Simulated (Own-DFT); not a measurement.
# Biaxial strain at fixed height in wurtzite GaN, 72 atoms (Ga36N36)

The numbers are computed, not measured, by runs of the plane-wave DFT program Own-DFT (in-house, retired, unreviewed) at fixed positions, with no spin and no spin-orbit coupling.

Common settings: PBE; PseudoDojo norm-conserving scalar-relativistic files (stringent for Ga); cutoff 96 hartree; 4 x 4 x 3 k mesh centred on Gamma; Gaussian smearing of 0.01 eV.

Caveats: forces not confirmed at this smearing and k mesh; stress not checked against mesh or cutoff.

Unstrained cell vectors in Å: (9.567, 0.000, 0.000); (-4.783, 8.285, 0.000); (0.000, 0.000, 10.370). The unstrained cell has measured lattice constants (interpolated for alloys), not those of this functional. That, the random moves and any unrelaxed bonds set the pressure at no strain. Each run strains x and y alike by e, as a substrate would, and holds the height along z. Each atom got a random Gaussian move of width 0.05 Å along each axis. Stress is positive in tension.

| e (%) | u (Å) | (s_xx + s_yy)/2 (GPa) | s_zz (GPa) |
|---|---|---|---|
| -2.50 | 0.052 | -23.65 | -10.84 |
| -2.25 | 0.048 | -19.21 | -12.20 |
| -1.75 | 0.046 | -16.95 | -9.20 |
| -1.25 | 0.052 | -15.78 | -8.26 |
| -0.25 | 0.051 | -9.41 | -6.00 |
| 0.75 | 0.051 | -3.13 | -6.37 |
| 1.00 | 0.052 | -1.45 | -7.95 |
| 1.50 | 0.051 | ? | ? |
| 1.75 | 0.049 | 1.78 | -4.69 |
| 2.25 | 0.048 | 4.06 | -4.86 |

## What the rows give

With e as a fraction, the in-plane stress is -7.5 + 558 e - 1528 e² GPa (errors 22 and 1763, scatter 1.05), and s_zz is -7.5 + 132 e GPa (slope ± 25, scatter 1.25). At e = 0 the first slope is C11 + C12 and the second 2 C13, both with the ions held to the strained lattice and at the cell's own pressure. A free layer would change its height as e changes, and the in-plane slope would drop by 2 C13²/C33 to the biaxial modulus. At fixed height, a misfit of 1 % moves the in-plane stress by about 5.6 GPa and s_zz by 1.3 GPa.

## Withheld run

Asked: what are the two stresses at e = 1.50 %?

The fitted form gives 0.5 and -5.5 GPa. The hidden result is -0.48 and -3.72 GPa.
